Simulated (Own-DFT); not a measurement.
# Point defects and the pressure they add: wurtzite GaN

Calculated, not measured: single-point runs of Own-DFT, a retired in-house plane-wave DFT program that no person has reviewed, on unrelaxed cells, without spin or spin-orbit coupling.

All runs used: PBE; PseudoDojo norm-conserving scalar-relativistic files; cutoff 42 hartree; 4 x 4 x 3 k mesh centred on Gamma; Fermi-Dirac smearing of 0.1 eV.

Keep in mind (not all hold for every row): not probed for a lower state with spin; forces not confirmed at this smearing and k mesh; stress not checked against mesh or cutoff.

All runs share one cell, with vectors in Å (9.567, 0.000, 0.000); (-4.784, 8.285, 0.000); (0.000, 0.000, 10.370) and a volume of 822.0 Å³. The atoms are randomly displaced, by u rms on each axis. The defect's site can differ from row to row.

```
               cell  formula   u (Å)  P (GPa)
          no defect  Ga36N36  0.0193     5.90
          no defect  Ga36N36  0.0494     7.72
          no defect  Ga36N36  0.0501     7.51
 one N on a Ga site  Ga35N37  0.0300     5.41
 one N on a Ga site  Ga35N37  0.0327     5.56
 one N on a Ga site  Ga35N37  0.0508        ?
 one N on a Ga site  Ga35N37  0.0525     6.78
one Ga on an N site  Ga37N35  0.0301    11.85
one Ga on an N site  Ga37N35  0.0308    12.26
one Ga on an N site  Ga37N35  0.0513    12.97
```

## Fit

P = P0 + c u² + a shift for each defect gives P0 = 5.78 GPa, c = 712 ± 75 GPa/Å² and a scatter of 0.20 GPa. The shifts, and each times the cell's volume:

- one Ga on an N site: 5.51 ± 0.16 GPa, 28.3 eV
- one N on a Ga site: -0.99 ± 0.16 GPa, -5.1 eV

Positive is outwards. The product with the volume (160.2 GPa Å³ to the eV) is nearly free of the cell's size; divided by the bulk modulus at the cell's pressure it gives the volume that the defect adds. The atoms around the defects weren't relaxed, which would change these numbers.

## The run left out

Asked: what pressure belongs in the blank (one N on a Ga site, u = 0.0508 Å)?

From the fit: 6.63 ± 0.24 GPa. The hidden result is 7.06 GPa.
